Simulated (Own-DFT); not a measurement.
SiC (4H silicon carbide, atoms displaced), SiC (3C silicon carbide, atoms displaced) (calculated)

A calculation, not a measurement: plane-wave PBE density functional theory by an unreviewed code, no spin, of a simulated periodic cell, stress positive in tension, free energy of the whole cell less one offset for each atom, forces on such cells passed a denser k mesh, this cell's mesh not checked; offsets are fitted by least squares, one for each functional and potential file, so energies compare only between cells with the same atoms and settings and are not formation energies; the far tail of each file's local potential was reset to the Coulomb form; each entry is a single point on an unrelaxed cell, so the pressure reflects the starting lattice, mostly measured values (interpolated for alloys), from which strain is counted, and rises with the displacements; printed positions are rounded, which can move forces by about a meV/angstrom; the program, named Own-DFT, is a retired in-house code; no spin-orbit coupling. Program: Own-DFT development build.

Common to all runs: functional PBE; potential files PseudoDojo norm-conserving, scalar-relativistic, standard set; wave cutoff 42 hartree; occupations Fermi-Dirac; smearing width 0.1 eV.

(1) SiC (4H silicon carbide, atoms displaced)

```
SiC
1.0
      9.2481     0.0000     0.0000
     -4.6241     8.0091     0.0000
      0.0000     0.0000    10.0681
Si C Si C Si C Si C Si C Si C Si C Si C Si C Si C Si C Si C Si C Si C Si C Si C Si C Si C
2 2 2 2 2 2 2 2 2 2 2 2 2 2 2 2 2 2 2 2 2 2 2 2 2 2 2 2 2 2 2 2 2 2 2 2
Direct
  0.00478 0.00059 0.40398
  0.11829 0.23009 0.15806
  0.00658 0.00534 0.09028
  0.10526 0.22479 0.32862
  0.01809 0.33357 0.41928
  0.09674 0.55266 0.15972
  0.01384 0.33578 0.10434
  0.09215 0.52910 0.33736
  0.99544 0.67628 0.39985
  0.10675 0.88233 0.17146
  0.00959 0.66735 0.09747
  0.11321 0.90754 0.33496
  0.32351 0.99316 0.39043
  0.43516 0.20467 0.17388
  0.33606 0.01402 0.09098
  0.47161 0.25374 0.34534
  0.32714 0.34230 0.41173
  0.43115 0.53459 0.13180
  0.32136 0.31790 0.08376
  0.45352 0.55463 0.33488
  0.32510 0.67019 0.39842
  0.43676 0.87261 0.17340
  0.34603 0.68090 0.10262
  0.46442 0.90121 0.34887
  0.66042 0.99374 0.41686
  0.76937 0.21237 0.15948
  0.69273 0.00046 0.09173
  0.78057 0.23066 0.34484
  0.68065 0.34774 0.39389
  0.77357 0.56908 0.16074
  0.67405 0.33951 0.10016
  0.77631 0.53258 0.34626
  0.66966 0.67738 0.40749
  0.78635 0.87047 0.14815
  0.67269 0.67916 0.08882
  0.79033 0.88943 0.35289
  0.99714 0.00491 0.90551
  0.90388 0.78653 0.67607
  0.01065 0.01827 0.58490
  0.88437 0.75791 0.83605
  0.01701 0.67132 0.91936
  0.89316 0.44928 0.66750
  0.98835 0.66689 0.57664
  0.90172 0.44174 0.82978
  0.00300 0.33223 0.91226
  0.88425 0.10286 0.65003
  0.98987 0.32640 0.58276
  0.88793 0.12220 0.86136
  0.67574 0.02407 0.91777
  0.58634 0.81357 0.64704
  0.68311 0.00695 0.59951
  0.53170 0.77428 0.84278
  0.64777 0.65160 0.93146
  0.55589 0.44079 0.66077
  0.65714 0.66868 0.58871
  0.55528 0.45211 0.85662
  0.65925 0.35109 0.90583
  0.57535 0.11573 0.66110
  0.64926 0.31328 0.59595
  0.55597 0.14151 0.84075
  0.30535 0.99504 0.91568
  0.21629 0.77792 0.67315
  0.33608 0.00872 0.60123
  0.22278 0.73772 0.84982
  0.35313 0.68667 0.91086
  0.22902 0.43743 0.66885
  0.34179 0.65301 0.59718
  0.22005 0.44836 0.84279
  0.31765 0.30801 0.90768
  0.24243 0.11436 0.64431
  0.33770 0.33558 0.58010
  0.21873 0.10699 0.86104
```

- k mesh: 4 x 4 x 3 centred on Gamma
- free energy of cell above offsets: 18.515 eV
- pressure: 13.27 GPa
- stress xx: -9.34 GPa
- stress yy: -12.31 GPa
- stress zz: -18.17 GPa
- stress yz: -0.1 GPa
- stress xz: -0.6 GPa
- stress xy: 0.03 GPa

Force:
```csv
element,x (eV/Å),y (eV/Å),z (eV/Å)
Si,-1.972,2.635,0.492
Si,-0.661,-1.771,-2.109
C,0.721,-1.945,1.096
C,2.496,-0.883,5.072
Si,-3.308,-1.235,-5.078
Si,4.037,-1.722,0.094
C,-3.195,0.523,-2.715
C,0.169,5.72,1.351
Si,1.421,-2.46,-0.01
Si,0.169,1.926,-7.851
C,-3.414,1.291,0.923
C,1.356,-2.98,4.004
Si,2.908,3.478,3.747
Si,0.589,4.782,-2.838
C,0.848,-4.744,3.101
C,-4.357,-4.502,0.451
Si,1.887,0.075,-4.701
Si,-0.392,2.358,4.332
C,1.848,0.587,1.906
C,-1.857,0.759,-0.639
Si,1.849,-2.264,1.839
Si,1.568,5.203,-2.953
C,-1.007,-4.586,-2.202
C,-4.797,-2.7,0.135
Si,3.785,4.003,-1.7
Si,1.961,1.574,0.506
C,-2.947,-0.783,2.367
C,1.489,-2.594,0.832
Si,1.028,-8.994,5.969
Si,2.653,-3.486,0.225
C,-1.429,-0.008,-1.428
C,-1.601,13.23,-3.528
Si,0.526,-2.974,0.285
Si,-1.595,7.675,3.202
C,0.016,-4.991,5.097
C,-1.785,-0.074,-2.269
Si,-0.492,-1.591,0.391
Si,-1.465,-0.373,-9.283
C,1.782,-1.898,2.385
C,-0.249,1.425,8.105
Si,-1.464,-2.173,-3.178
Si,-0.917,-0.848,-7.81
C,1.308,0.726,4.521
C,-1.761,1.021,8.093
Si,0.006,2.381,0.46
Si,3.486,4.695,2.383
C,1.025,0.597,6.423
C,1.682,-2.472,-3.922
Si,-2.338,-2.241,-1.65
Si,-2.233,-11.09,4.016
C,-3.375,2.948,-2.623
C,9.402,5.633,-2.475
Si,-0.226,2.828,-10.43
Si,-0.285,1.273,-1.139
C,2.338,0.454,1.964
C,-3.037,-1.121,-2.199
Si,4.681,-1.628,1.711
Si,-3.302,-0.893,0.595
C,1.424,5.006,-1.364
C,0.975,-4.041,1.659
Si,6.239,-1.141,-1.028
Si,1.564,-1.093,-3.967
C,4.844,-4.242,-2.087
C,-8.093,5.983,-1.184
Si,-0.809,-6.418,4.696
Si,-1.231,0.616,-3.329
C,-2.026,3.198,-1.376
C,1.934,-1.432,2.956
Si,-0.352,5.893,-0.567
Si,-5.503,2.37,1.989
C,0.153,-0.576,5.702
C,-2.689,-1.907,-5.445
```

(2) SiC (4H silicon carbide, atoms displaced)

```
SiC
1.0
      9.2481     0.0000     0.0000
     -4.6241     8.0091     0.0000
      0.0000     0.0000    10.0681
Si C Si C Si C Si C Si C Si C Si C Si C Si C Si C Si C Si C Si C Si C Si C Si C Si C Si C
2 2 2 2 2 2 2 2 2 2 2 2 2 2 2 2 2 2 2 2 2 2 2 2 2 2 2 2 2 2 2 2 2 2 2 2
Direct
  0.00378 0.99145 0.42327
  0.12094 0.21599 0.14862
  0.01263 0.01627 0.09860
  0.09581 0.22154 0.34557
  0.99731 0.35572 0.42250
  0.08879 0.53919 0.14051
  0.00532 0.35932 0.07611
  0.12270 0.56936 0.35424
  0.01010 0.68080 0.39123
  0.10774 0.89834 0.17006
  0.00042 0.66468 0.09662
  0.10830 0.89591 0.34526
  0.31673 0.00813 0.42073
  0.43279 0.21079 0.15426
  0.33763 0.99477 0.08457
  0.45450 0.21990 0.33793
  0.32694 0.31985 0.40272
  0.45817 0.55617 0.16097
  0.32968 0.31941 0.09338
  0.44841 0.56291 0.35135
  0.34125 0.65092 0.41506
  0.44973 0.89928 0.14799
  0.30309 0.66190 0.08859
  0.43028 0.88251 0.33984
  0.66628 0.01219 0.42344
  0.75254 0.21376 0.15208
  0.67293 0.00006 0.09626
  0.79528 0.22541 0.35330
  0.66358 0.33156 0.41211
  0.76611 0.54426 0.18073
  0.66347 0.32543 0.08487
  0.79297 0.59089 0.35873
  0.66542 0.68641 0.41205
  0.76894 0.87873 0.17020
  0.66742 0.67894 0.08919
  0.75584 0.88223 0.35748
  0.98963 0.97614 0.90239
  0.88035 0.76941 0.64875
  0.00436 0.97839 0.59766
  0.86832 0.79085 0.84869
  0.01593 0.67634 0.90316
  0.88843 0.44979 0.64981
  0.99747 0.65725 0.60350
  0.87418 0.42202 0.84866
  0.97526 0.32783 0.90209
  0.91205 0.12554 0.67375
  0.99774 0.32136 0.58348
  0.89059 0.11169 0.83190
  0.65484 0.98436 0.90926
  0.53433 0.77571 0.64684
  0.66293 0.99715 0.60217
  0.54297 0.76168 0.84214
  0.65397 0.66915 0.91488
  0.55082 0.43268 0.64312
  0.66481 0.67411 0.61150
  0.55588 0.45315 0.83694
  0.67556 0.33586 0.90029
  0.55915 0.12664 0.65694
  0.66423 0.34853 0.60065
  0.57617 0.10730 0.86776
  0.32921 0.01080 0.90586
  0.21902 0.77607 0.66836
  0.34717 0.00899 0.59442
  0.21146 0.78504 0.83824
  0.33514 0.66041 0.88767
  0.23075 0.45627 0.62821
  0.32162 0.67328 0.59994
  0.22166 0.45365 0.86083
  0.32424 0.32225 0.87686
  0.22552 0.09126 0.65322
  0.31032 0.34219 0.58745
  0.23102 0.10168 0.84563
```

* k mesh: 4 x 4 x 3 centred on Gamma
* free energy of cell above offsets: 15.991 eV
* pressure: 12.66 GPa
* stress xx: -12.35 GPa
* stress yy: -14.05 GPa
* stress zz: -11.58 GPa
* stress yz: -0.59 GPa
* stress xz: 0.12 GPa
* stress xy: 1.92 GPa

Force:
```csv
element,x (eV/Å),y (eV/Å),z (eV/Å)
Si,-4.096,2.361,-3.243
Si,-3.695,4.662,2.648
C,-1.464,-5.911,-1.883
C,2.049,-0.225,-0.054
Si,2.49,-1.057,-6.783
Si,1.934,7.201,5.037
C,0.043,-10.78,0.305
C,-0.973,-1.597,-1.335
Si,1.758,-1.464,3.039
Si,1.977,-1.263,-4.418
C,-3.152,1.525,0.454
C,0.524,0.678,1.595
Si,4.599,-1.329,-4.237
Si,1.633,0.387,-1.565
C,-2.893,1.065,1.894
C,-1.947,0.082,1.762
Si,-1.481,1.424,-1.07
Si,-4.28,-0.865,-1.204
C,1.09,2.6,-0.959
C,3.271,-3.408,-1.375
Si,-5.448,4.844,-1.974
Si,-0.392,-4.026,1.756
C,4.727,1.853,-0.643
C,0.789,1.507,1.89
Si,-0.803,-1.573,-2.609
Si,4.799,1.295,1.608
C,0.047,-1.112,-0.356
C,-4.367,0.39,-1.507
Si,1.634,1.025,-0.835
Si,0.904,1.402,-4.631
C,-3.067,1.801,2.338
C,-1.202,-3.864,-0.739
Si,0.878,-4.295,3.01
Si,0.415,3.2,-0.401
C,1.128,-2.318,3.141
C,1.903,4.797,-1.616
Si,0.313,8.445,3.095
Si,0.513,-0.825,3.379
C,-0.658,3.129,1.18
C,2.513,-7.352,-2.892
Si,-5.058,-2.903,2.447
Si,1.035,-2.781,2.486
C,-0.417,3.282,-2.03
C,-0.568,6.728,-4.853
Si,6.6,-1.071,1.018
Si,-0.868,-2.838,-8.103
C,-0.686,1.961,6.004
C,0.048,-1.077,8.58
Si,3.98,-1.183,0.082
Si,3.898,1.051,3.064
C,-0.052,2.048,0.601
C,-0.027,3.273,-1.072
Si,1.534,-1.413,-2.824
Si,-6.202,5.261,3.585
C,-1.803,-1.929,-3.829
C,0.79,-2.357,0.11
Si,-4.702,-1.149,1.717
Si,2.916,-1.737,1.998
C,4.328,-3.482,-2.804
C,-6.55,2.136,-4.327
Si,6.646,-3.261,2.107
Si,-1.779,0.719,-3.227
C,-0.212,-1.544,1.042
C,3.814,1.45,1.287
Si,-3.209,2.049,5.017
Si,-6.023,0.469,5.85
C,1.314,-0.336,-1.882
C,-0.619,-5.542,-4.286
Si,-0.097,2.9,3.603
Si,-3.346,2.428,1.824
C,9.199,-5.304,-1.248
C,-5.899,1.741,-3.739
```

(3) SiC (3C silicon carbide, atoms displaced)

```
SiC
1.0
      8.7192     0.0000     0.0000
      0.0000     8.7192     0.0000
      0.0000     0.0000     8.7192
Si C Si C Si C Si C Si C Si C Si C Si C
4 4 4 4 4 4 4 4 4 4 4 4 4 4 4 4
Direct
  0.00143 0.00451 0.00595
  0.99613 0.26317 0.25281
  0.24581 0.00209 0.25278
  0.24831 0.24591 0.00054
  0.11235 0.13427 0.12607
  0.13437 0.37823 0.37408
  0.37743 0.12560 0.37695
  0.36436 0.36977 0.13112
  0.99680 0.99827 0.49482
  0.99758 0.26302 0.73808
  0.25197 0.00069 0.74623
  0.25583 0.26015 0.49362
  0.11836 0.13039 0.62322
  0.13952 0.38045 0.88135
  0.37978 0.11972 0.87978
  0.36644 0.35975 0.62305
  0.01561 0.49784 0.00596
  0.99805 0.75586 0.24634
  0.24939 0.49273 0.24024
  0.24665 0.74811 0.00253
  0.13064 0.62381 0.12536
  0.12276 0.87427 0.37185
  0.37247 0.62234 0.36882
  0.37337 0.88460 0.12958
  0.99280 0.51466 0.50258
  0.99701 0.74654 0.75192
  0.25625 0.49821 0.75686
  0.23843 0.75075 0.49081
  0.12757 0.62673 0.61855
  0.12685 0.87038 0.88030
  0.36379 0.62684 0.88306
  0.36283 0.86510 0.62120
  0.50172 0.99889 0.00014
  0.50060 0.25377 0.24547
  0.73717 0.00552 0.23654
  0.75145 0.25681 0.99193
  0.62624 0.12907 0.12281
  0.61663 0.37423 0.36928
  0.87171 0.12225 0.36688
  0.86476 0.37802 0.13189
  0.49370 0.99199 0.50740
  0.50143 0.24736 0.75046
  0.75829 0.00056 0.74839
  0.74400 0.25170 0.49681
  0.63249 0.12477 0.62247
  0.61316 0.37781 0.87732
  0.86479 0.12681 0.88005
  0.87919 0.37870 0.61998
  0.50306 0.49328 0.00686
  0.50364 0.74610 0.26041
  0.74780 0.50821 0.24665
  0.75677 0.74607 0.98640
  0.62827 0.63835 0.13141
  0.62604 0.87216 0.37767
  0.88374 0.62345 0.38617
  0.87917 0.88383 0.13133
  0.50529 0.49985 0.51739
  0.49199 0.73252 0.75901
  0.75181 0.51067 0.75284
  0.77015 0.76100 0.49514
  0.61292 0.62495 0.61702
  0.61886 0.87083 0.86990
  0.87274 0.61733 0.87891
  0.88209 0.87657 0.63325
```

* hardware: one NVIDIA H100
* k mesh: 4 x 4 x 4 centred on Gamma
* free energy of cell above offsets: -4.509 eV
* pressure: 5.46 GPa
* stress xx: -5.04 GPa
* stress yy: -5.78 GPa
* stress zz: -5.57 GPa
* stress yz: -0.92 GPa
* stress xz: -1.09 GPa
* stress xy: 0.82 GPa
* wall time: 364.8 s

Force:
```csv
element,x (eV/Å),y (eV/Å),z (eV/Å)
Si,-0.449,-0.175,-1.146
Si,0.038,-1.635,0.643
Si,0.35,1.072,-0.378
Si,0.432,-0.652,0.285
C,1.835,-0.3,0.243
C,-2.633,0.852,-0.148
C,-0.169,-0.25,-0.213
C,2.567,-0.562,-2.255
Si,0.487,1.448,0.306
Si,1.201,-2.031,2.548
Si,-1.064,-0.24,0.519
Si,-2.109,-3.22,-0.612
C,1.042,-0.405,-0.53
C,-2.494,-1.088,-1.139
C,-0.834,0.707,-1.158
C,3.043,3.544,2.82
Si,-2.531,-0.227,-0.273
Si,0.683,-1.132,0.54
Si,0.124,2.081,2.89
Si,0.768,1.808,1.025
C,-1.38,0.754,0.517
C,-0.752,0.69,-0.198
C,-0.149,-0.503,1.297
C,0.286,-1.822,-0.231
Si,3.907,-3.927,0.952
Si,1.928,0.073,0.407
Si,-0.829,0.191,-2.077
Si,2.162,-1.017,0.231
C,-0.699,-0.45,2.166
C,-1.079,1.118,-0.652
C,2.228,-1.735,0.081
C,1.199,0.542,0.966
Si,-0.086,-0.384,0.477
Si,-0.866,-1.417,0.845
Si,2.014,-1.116,2.875
Si,-1.139,-0.262,1.768
C,-1.217,1.027,-1.71
C,1.481,1.464,1.359
C,-0.367,0.723,0.918
C,1.783,0.75,-1.719
Si,0.892,0.662,-0.898
Si,-0.507,-0.811,-0.256
Si,-2.076,0.177,0.529
Si,1.11,-0.256,-1.068
C,-1.302,-0.437,0.88
C,2.222,0.065,-1.102
C,2.432,0.21,-1.303
C,-2.339,1.31,-0.004
Si,-1.754,1.881,0.958
Si,-1.427,1.334,-0.894
Si,-0.296,-0.453,1.775
Si,-1.602,2.137,2.997
C,0.124,-1.655,-1.888
C,0.651,0.999,0.017
C,-2.547,2.427,-4.193
C,-1.408,-1.457,-1.941
Si,-3.597,-2.616,-4.991
Si,0.177,2.91,-1.827
Si,-1.736,-2.226,-1.601
Si,-3.414,-0.64,0.79
C,4.309,2.231,3.441
C,1.287,-0.164,-0.085
C,2.312,0.311,-0.457
C,-0.226,-0.232,-1.114
```
